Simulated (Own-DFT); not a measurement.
# Device materials side by side: how hard are they to compress?

Everything here is calculated. The program is Own-DFT (plane waves, in-house, since retired, never reviewed by a person); positions were held fixed, and spin and spin-orbit coupling were off.

Limits (not all hold for every row): forces on such cells moved up to 12 meV/angstrom on a denser k mesh; forces not confirmed at this smearing and k mesh; k mesh not checked against a denser one; stress not checked against mesh or cutoff.

All runs are PBE with PseudoDojo norm-conserving files; cutoff and k mesh are each material's own. Every cell starts from measured lattice constants and was given uniform random strains and small random moves of its atoms. Each triple is the change of volume in per cent, the rms move u in Å and the pressure in GPa.

- wurtzite AlN (Al64N64), 10.45 Å³/atom unstrained: (-3.19, 0.053, 13.63); (-2.21, 0.048, 10.66); (-1.72, 0.050, 9.64); (-1.12, 0.049, 7.95); (-0.92, 0.049, 7.75); (-0.44, 0.052, 6.94); (2.56, 0.050, 0.51)
- wurtzite GaN (Ga36N36), 11.42 Å³/atom unstrained: (-3.13, 0.051, 13.71); (-2.62, 0.049, 12.96); (-1.81, 0.051, 11.45); (-0.73, 0.050, 8.94); (0.23, 0.052, 6.75); (1.39, 0.052, 4.82); (1.59, 0.048, 4.32)
- diamond silicon (Si64), 20.02 Å³/atom unstrained: (-3.19, 0.049, 6.13); (-2.74, 0.053, 5.56); (-0.86, 0.052, 3.52); (-0.03, 0.050, 2.57); (1.04, 0.052, 1.65); (1.13, 0.052, 1.53); (1.85, 0.051, 0.99)
- zincblende GaAs (As32Ga32), 22.58 Å³/atom unstrained: withheld
- zincblende InP (In32P32), 25.27 Å³/atom unstrained: (-3.03, 0.052, 6.27); (-0.06, 0.049, 3.56); (0.18, 0.054, 3.49); (0.22, 0.048, 3.41); (1.90, 0.049, 2.44); (2.73, 0.052, 1.89); (3.55, 0.049, 1.33)
- grey tin (Sn64), 34.15 Å³/atom unstrained: (-2.59, 0.050, 5.09); (-1.89, 0.051, 4.93); (-0.89, 0.054, 4.29); (0.18, 0.050, 3.64); (0.84, 0.050, 3.33); (0.85, 0.053, 3.43); (1.23, 0.051, 3.15)

## What the rows give

Fit a line to each set against the fractional change of volume; B is minus its slope, and u is nearly the same within a set. To take it to zero pressure, assume that B rises by 4 GPa for each GPa: B0 = B - 4 x (mean pressure). The bond length of an ideal tetrahedral crystal with the unstrained volume v is d = (√3/4)(8 v)^(1/3). Cohen's empirical rule reads B0 = (1971 - 220 L) d^(-3.5) GPa, with L = 0 for group IV crystals and SiC and 1 for III-V compounds.

```
                  material  L  d (Å)  B (GPa)  mean P (GPa)  B0 (GPa)  rule (GPa)
    wurtzite AlN (Al64N64)  1  1.893  223 ± 9           8.2   190 ± 9         188
    wurtzite GaN (Ga36N36)  1  1.950  203 ± 4           9.0   167 ± 4         169
    diamond silicon (Si64)  0  2.352  103 ± 3           3.1    91 ± 3          99
zincblende GaAs (As32Ga32)  1  2.448        ?             ?         ?          76
  zincblende InP (In32P32)  1  2.541   73 ± 4           3.2    60 ± 4          67
           grey tin (Sn64)  0  2.810   53 ± 2           4.0    37 ± 2          53
```

A line through ln[B0/(1971 - 220 L)] against ln d has a slope of -4.3 ± 0.2 and a scatter of 8 %. Against the rule, B0 stands at 101 % for wurtzite AlN, 99 % for wurtzite GaN, 92 % for diamond silicon, 90 % for zincblende InP, 70 % for grey tin. PBE tends to make silicon and heavier crystals too soft, and the rule itself is only a guide.

## Withheld run

Q: what B0 does the fitted trend give for zincblende GaAs (As32Ga32)?

The line gives 65 GPa. Its own runs give B = 76 ± 5 GPa at a mean pressure of 4.8 GPa, so B0 = 57 GPa.
